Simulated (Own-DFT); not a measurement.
Si23GeO48 (quartz with substituted atoms, atoms displaced) (calculated)

All values are calculated (Own-DFT development build). A calculation, not a measurement: plane-wave PBE and HSE06 DFT by an unreviewed code, no spin, of a simulated cell at Gamma alone, so results move with cell size and shape, stress positive in tension, energies less offsets, not probed for a lower state with spin; oxygen file: force components 24 meV/angstrom off all-electron in a glass; k mesh not checked against a denser one; forces and stress are PBE's, HSE06 gives the energy alone, and its difference from PBE has offsets of its own; offsets are fitted by least squares, one for each functional and potential file, so energies compare only between cells with the same atoms and settings and are not formation energies; the far tail of each file's local potential was reset to the Coulomb form; each entry is a single point on an unrelaxed cell, so the pressure reflects the starting lattice, mostly measured values (interpolated for alloys), from which strain is counted, and rises with the displacements; printed positions are rounded, which can move forces by about a meV/angstrom; the program, named Own-DFT, is a retired in-house code; no spin-orbit coupling.

```xyz
72
Lattice="9.8268 0.0000 0.0000 -4.9134 8.5103 0.0000 0.0000 0.0000 10.8104" Properties=species:S:1:pos:R:3:force_x:R:1:force_y:R:1:force_z:R:1 formula=Si23GeO48 first_functional=PBE second_functional=HSE06 exact_exchange_share=0.25 screening=0.11 exchange_divergence=Gygi-Baldereschi potential_files=PseudoDojo_norm-conserving,scalar-relativistic,made_for_PBE,standard_set wave_cutoff=48 occupations=fixed k_mesh=1_x_1_x_1_centred_on_Gamma PBE_energy_of_cell_above_offsets=-16.146 HSE06_less_PBE_above_offsets=-0.391 PBE_pressure=11.93 PBE_stress_xx=-10.53 PBE_stress_yy=-13.28 PBE_stress_zz=-11.99 PBE_stress_yz=2.02 PBE_stress_xz=0.62 PBE_stress_xy=-0.77
Si    -2.5590     8.4892    10.8031     -0.651      0.592      0.023
Si     8.6848     1.9282     3.6014      2.061      5.847     -3.231
Si     1.3016     2.2365     1.8053      2.209     -0.717     -2.185
O      1.3657     1.0854     0.6500     -0.056      1.283       0.48
O      2.8153     2.4190     2.4683     -5.431       2.31     -4.965
O      3.1816     0.6234     4.3318      1.869      2.187      -2.54
O     -1.0357     3.1120     4.7354     -1.242     -1.836     -1.066
O      0.3205     1.7390     2.8792     -2.402      -1.33      3.325
O      0.7241     3.5952     1.2175       0.25       1.32     -1.012
Si    -2.6618     8.4620     5.4002      1.556      2.073      1.275
Si    -1.1204     1.9448     9.0435     -5.524      5.291     -0.197
Si     1.2904     2.2342     7.2356     -1.282      0.796     -0.759
O      1.3580     1.1422     6.0162     -0.985       0.67      1.185
O      2.7660     2.4679     7.8989     -3.799      1.364     -3.159
O      3.2807     0.6175     9.6818      0.793      1.115     -1.395
O     -1.1071     3.1466    10.1541     -0.048     -0.932     -0.159
O      0.1934     1.6925     8.4022      7.411     -0.277     -3.954
O      0.7747     3.6863     6.5080      2.212     -3.003      3.041
Si    -0.1381     4.2217    10.7718      -2.55     -0.066      4.288
Si    -3.5725     6.2652     3.6248      1.481     -2.973     -0.665
Si    -1.1563     6.4833     1.8183      2.101      2.148     -2.503
O     -1.0902     5.4011     0.6345      0.341     -0.774     -0.491
O      0.3059     6.7405     2.4924     -3.615      2.141      -4.97
O      0.7540     4.9378     4.3326     -0.698     -5.509      0.991
O     -3.4983     7.3107     4.7930     -1.811     -0.571     -0.066
O     -1.9970     5.9741     3.0072     -4.816     -0.627      3.227
O     -1.6574     7.9303     1.1788      0.957     -1.625      1.504
Si    -0.1618     4.2419     5.3700     -1.603      1.472      2.075
Si     6.2336     6.1841     8.9343     -2.651       3.32      4.996
Si    -1.1673     6.5523     7.2330      1.086     -1.919       0.53
O     -1.0824     5.3822     6.0964      -0.29     -0.054      -0.18
O      0.2744     6.8152     7.9196      1.266     -0.847      0.879
O      0.7094     4.9290     9.7160      2.434     -0.374     -2.086
O     -3.5659     7.4470    10.1748     -0.869     -2.948     -2.045
O     -2.2216     6.0397     8.3776      5.368     -0.611     -2.315
O     -1.7534     7.8408     6.5554      0.054      1.116      0.398
Si     7.2252     0.0158    10.8020     -1.684      1.579     -0.364
Si     3.7430     2.0599     3.5544      4.009     -3.677      6.045
Si     6.2419     2.2977     1.7632      0.783     -2.742      0.514
O      6.2249     1.1482     0.6151      0.576     -0.012     -0.021
O      7.7191     2.5088     2.4067      0.087     -0.329       0.45
O      8.1530     0.6818     4.2337     -1.266     -4.715       2.05
O      3.9228     3.0941     4.8317     -2.364     -2.051     -1.707
O      5.1810     1.8214     2.8701     -0.084     -0.794      1.571
O      5.6537     3.6075     1.2253     -1.975      4.453     -2.776
Si     2.4317     8.4624     5.4064     -4.549      1.064      0.957
Si     3.7723     2.0244     8.9557      2.907     -3.951       2.22
Si     6.1875     2.2858     7.0888      4.055     -4.794      7.383
O      6.2279     1.0859     6.1130      2.367     -3.622     -3.334
O      7.6315     2.5419     7.9464     -0.581     -0.164     -1.649
O      8.0740     0.7013     9.6157     -1.225     -4.319      1.896
O      3.9326     3.0545    10.1221     -0.738      2.411      2.038
O      5.2327     1.8014     8.3454     -0.226      -0.34     -0.486
O      5.6635     3.5521     6.5909     -2.976      7.629     -3.436
Si     4.7094     4.2915    10.7927      3.921     -2.605     -0.661
Ge     1.3102     6.2315     3.6238       3.04      0.542     -2.496
Si     3.8325     6.5066     1.7762     -1.958      2.757     -0.112
O      3.8371     5.4321     0.5947     -1.041      0.734     -0.048
O      5.2294     6.7543     2.4993      0.626       0.51     -0.765
O      5.6296     4.8987     4.2951      0.825      0.603     -0.569
O      1.3591     7.3308     4.7959      2.306      5.604      5.295
O      2.8140     5.9929     2.9138      2.414     -0.672     -0.752
O      3.2377     8.0017     1.1481      2.329     -2.866      2.191
Si     4.6886     4.2726     5.4642      4.587     -1.605     -1.146
Si     1.3872     6.1900     9.0863     -1.933       4.11     -1.794
Si     3.7876     6.5338     7.1357      0.894      -1.22      4.736
O      3.8754     5.4027     6.0806     -2.371      0.972     -0.224
O      5.2041     6.7091     7.8927      -1.43      0.897     -2.164
O      5.7553     4.8678     9.6307       -1.6      -1.98      1.876
O      1.3257     7.4045    10.2234      0.405      -1.81     -1.042
O      2.8162     6.0040     8.3687     -0.285     -0.118     -0.172
O      3.3869     7.9179     6.5933     -0.971      2.472     -1.779
```

Units: screening in 1/bohr; wave_cutoff in hartree; PBE_energy_of_cell_above_offsets, HSE06_less_PBE_above_offsets in eV; PBE_pressure, PBE_stress_xx, PBE_stress_yy, PBE_stress_zz, PBE_stress_yz, PBE_stress_xz, PBE_stress_xy in GPa; force_x, force_y, force_z in eV/Å.
